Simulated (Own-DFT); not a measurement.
# Point defects and the pressure they add: zincblende GaP

Calculated, not measured: single-point runs of Own-DFT, a retired in-house plane-wave DFT program that no person has reviewed, on unrelaxed cells, without spin or spin-orbit coupling.

All runs used: PBE; PseudoDojo norm-conserving scalar-relativistic files; cutoff 42 hartree; 3 x 3 x 3 k mesh centred on Gamma; Fermi-Dirac smearing of 0.1 eV.

Caveats (not all hold for every row): not probed for a lower state with spin; forces on such cells failed a check on a denser k mesh; forces on such cells passed a denser k mesh, each cell not checked; stress not checked against mesh or cutoff.

All runs share one cell, with vectors in Å (10.901, 0.000, 0.000); (0.000, 10.901, 0.000); (0.000, 0.000, 10.901) and a volume of 1295.4 Å³. u is the rms random offset of the atoms per axis. The defect's site can differ from row to row.

```
cell,formula,u (Å),P (GPa)
no defect,Ga32P32,0.0201,2.71
no defect,Ga32P32,0.0210,2.72
no defect,Ga32P32,0.0531,3.36
one Al on a Ga site,AlGa31P32,0.0291,2.81
one Al on a Ga site,AlGa31P32,0.0302,2.82
one Al on a Ga site,AlGa31P32,0.0463,3.13
two P on a Ga site each,Ga30P34,0.0454,3.40
two P on a Ga site each,Ga30P34,0.0476,3.35
two P on a Ga site each,Ga30P34,0.0485,3.37
two P on a Ga site each,Ga30P34,0.0496,?
one In on a Ga site,Ga31InP32,0.0294,3.68
one In on a Ga site,Ga31InP32,0.0296,3.65
one In on a Ga site,Ga31InP32,0.0476,4.00
one As on a P site,AsGa32P31,0.0299,3.21
one As on a P site,AsGa32P31,0.0480,3.72
one As on a P site,AsGa32P31,0.0504,3.63
```

## Analysis

P = P0 + c u² + a shift for each defect gives P0 = 2.61 GPa, c = 263 ± 19 GPa/Å² and a scatter of 0.05 GPa. The shifts, and each times the cell's volume:

- one In on a Ga site: 0.82 ± 0.04 GPa, 6.6 eV
- one As on a P site: 0.41 ± 0.05 GPa, 3.3 eV
- two P on a Ga site each: 0.18 ± 0.05 GPa, 1.5 eV (0.7 eV for each of its 2 sites)
- one Al on a Ga site: -0.03 ± 0.04 GPa, -0.2 eV (not resolved)

A positive shift means that the defect pushes the cell outwards. Shift times volume (160.2 GPa Å³ is 1 eV) depends little on the cell's size, so, taken for each site, it can be compared between cells at like pressure. The atoms around the defects weren't relaxed, which would change these numbers.

## Check

Asked: what pressure belongs in the blank (two P on a Ga site each, u = 0.0496 Å)?

The fitted form gives 3.43 ± 0.06 GPa. The run itself gave 3.26 GPa.
